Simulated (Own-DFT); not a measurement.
# How strain changes the stress of 4H SiC, 72 atoms (C36Si36)

These are calculations, not measurements. The program, named Own-DFT, is a retired in-house plane-wave density functional code that no person has reviewed. Each row is one single-point run on a periodic cell that was not relaxed, without spin or spin-orbit coupling.

Settings of every run: PBE; PseudoDojo norm-conserving scalar-relativistic files; cutoff 42 hartree; 4 x 4 x 3 k mesh centred on Gamma; Fermi-Dirac smearing of 0.1 eV.

Known limits: forces on such cells passed a denser k mesh, each cell not checked; stress not checked against mesh or cutoff.

Unstrained cell vectors in Å: (9.248, 0.000, 0.000); (-4.624, 8.009, 0.000); (0.000, 0.000, 10.068). The unstrained cell has measured lattice constants (interpolated for alloys), not those of this functional. That, the random moves and any unrelaxed bonds set the pressure at no strain. Each run strains this cell uniformly, with the atoms carried along. Every atom was also moved at random, by a Gaussian of width 0.05 Å on each axis. Strain is the symmetric tensor, in per cent. Stress is positive in tension, and the pressure is minus a third of its trace.

| run | e_xx (%) | e_yy (%) | e_zz (%) | e_yz (%) | e_xz (%) | e_xy (%) | s_xx (GPa) | s_yy (GPa) | s_zz (GPa) | s_yz (GPa) | s_xz (GPa) | s_xy (GPa) | P (GPa) | E (meV/atom) |
|---|---|---|---|---|---|---|---|---|---|---|---|---|---|---|
| 1 | 1.79 | 1.12 | 0.53 | -1.61 | 1.76 | -1.58 | 5.24 | 1.76 | -2.62 | -5.32 | 5.88 | -6.62 | -1.46 | 32.6 |
| 2 | 1.80 | 1.35 | -1.93 | 1.95 | 0.59 | 1.65 | 5.90 | 3.84 | -19.11 | 6.68 | 1.77 | 6.66 | 3.13 | 24.3 |
| 3 | 0.69 | -1.51 | 0.40 | 1.92 | 0.85 | 0.55 | -2.75 | -14.05 | -3.54 | 6.01 | 2.95 | 2.46 | 6.78 | 30.3 |
| 4 | 0.51 | 0.70 | -1.26 | -1.21 | 0.65 | -1.20 | -3.33 | -1.00 | -14.06 | -4.66 | 0.55 | -6.54 | 6.13 | 38.6 |
| 5 | -1.08 | -1.62 | -1.34 | -0.66 | -0.39 | -1.37 | -15.07 | -15.01 | -14.36 | -2.18 | -1.77 | -7.20 | 14.81 | 13.2 |
| 6 | -0.01 | 1.38 | -1.97 | 0.16 | -0.76 | -0.46 | -3.78 | 1.46 | -17.60 | 0.46 | -2.77 | -1.39 | 6.64 | 24.7 |
| 7 | 1.38 | 0.17 | 0.65 | 0.65 | 1.27 | -0.58 | 3.47 | -2.24 | -4.51 | 1.81 | 4.80 | -1.43 | 1.10 | 24.0 |
| 8 | 1.16 | 1.25 | -1.40 | -1.11 | -1.20 | -1.80 | 1.19 | 1.98 | -13.58 | -4.10 | -4.77 | -7.15 | 3.47 | 30.3 |
| 9 | -1.01 | 0.90 | 1.64 | -1.88 | -0.81 | 1.95 | -8.59 | -1.27 | 3.26 | -6.28 | -2.46 | 9.82 | 2.20 | 26.6 |
| 10 | 0.72 | 0.10 | 1.62 | -0.63 | 1.73 | -1.35 | -1.18 | -3.45 | 3.56 | -1.08 | 6.06 | -6.94 | 0.36 | 21.6 |
| 11 | -1.85 | 1.03 | -1.82 | 0.99 | 0.01 | -0.83 | -13.92 | -0.46 | -18.55 | 2.28 | -0.35 | -3.92 | 10.98 | 7.8 |
| 12 | 0.43 | -1.53 | 1.57 | 1.19 | 1.11 | -1.23 | -6.40 | -10.83 | 2.01 | 4.67 | 4.67 | -8.00 | 5.07 | 26.7 |
| 13 | -1.74 | 1.05 | 0.05 | -1.25 | 1.91 | 1.77 | -15.23 | -1.32 | -8.13 | -5.65 | 6.88 | 7.02 | 8.23 | 69.4 |
| 14 | 0.26 | 1.95 | -0.28 | -0.67 | 0.19 | 0.82 | -1.73 | 6.23 | -7.19 | -2.15 | 1.48 | 3.34 | 0.90 | 0.0 |
| 15 | 1.08 | -1.50 | 0.24 | -0.78 | -1.41 | 0.01 | -0.91 | -12.02 | -3.53 | -3.27 | -4.25 | 1.15 | 5.48 | 7.0 |
| 16 | 1.30 | -0.51 | 0.56 | 0.73 | -0.34 | 0.92 | 1.58 | -4.95 | -2.52 | 2.50 | -1.53 | 3.63 | 1.96 | 0.2 |
| 17 | 1.47 | 0.35 | -1.61 | 0.03 | -0.17 | 0.40 | ? | ? | ? | ? | ? | ? | ? | ? |

E is the free energy for each atom above the lowest run shown.

## Worked fit

Each stress component was fitted by least squares to a constant and the strains of the runs shown, as fractions, with shears doubled. Shear strains stay in the fit of a normal stress only where such slopes are resolved. The slopes, in GPa:

| stress | at no strain | per e_xx | per e_yy | per e_zz | scatter |
|---|---|---|---|---|---|
| s_xx | -5.7 | 558 ± 23 | 136 ± 24 | 29 ± 23 | 1.04 |
| s_yy | -4.9 | 89 ± 21 | 531 ± 22 | 23 ± 21 | 0.97 |
| s_zz | -6.6 | 33 ± 24 | -11 ± 25 | 589 ± 24 | 1.11 |

Each shear stress against twice its own strain: yz 175 ± 8, xz 166 ± 9, xy 226 ± 12 GPa. These are stiffnesses along x, y and z of the frame in which the cell vectors are given, which need not be the crystal's axes. The atoms are held to the strained lattice; where symmetry lets them move under strain, relaxing them would lower some slopes. The table should be nearly symmetric about its diagonal, and what it lacks of that shows the noise. A ninth of its sum, 220 ± 7 GPa, estimates the bulk modulus near the mean pressure of these runs, 4.7 GPa, so it lies above the value at zero pressure.

## Withheld run

Question: what normal stresses and pressure should run 17 give?

The fit gives s_xx = 2.5, s_yy = -2.1, s_zz = -15.6 and P = 5.1 GPa. The calculation gave 3.36, -3.34, -15.34 and P = 5.11 GPa.
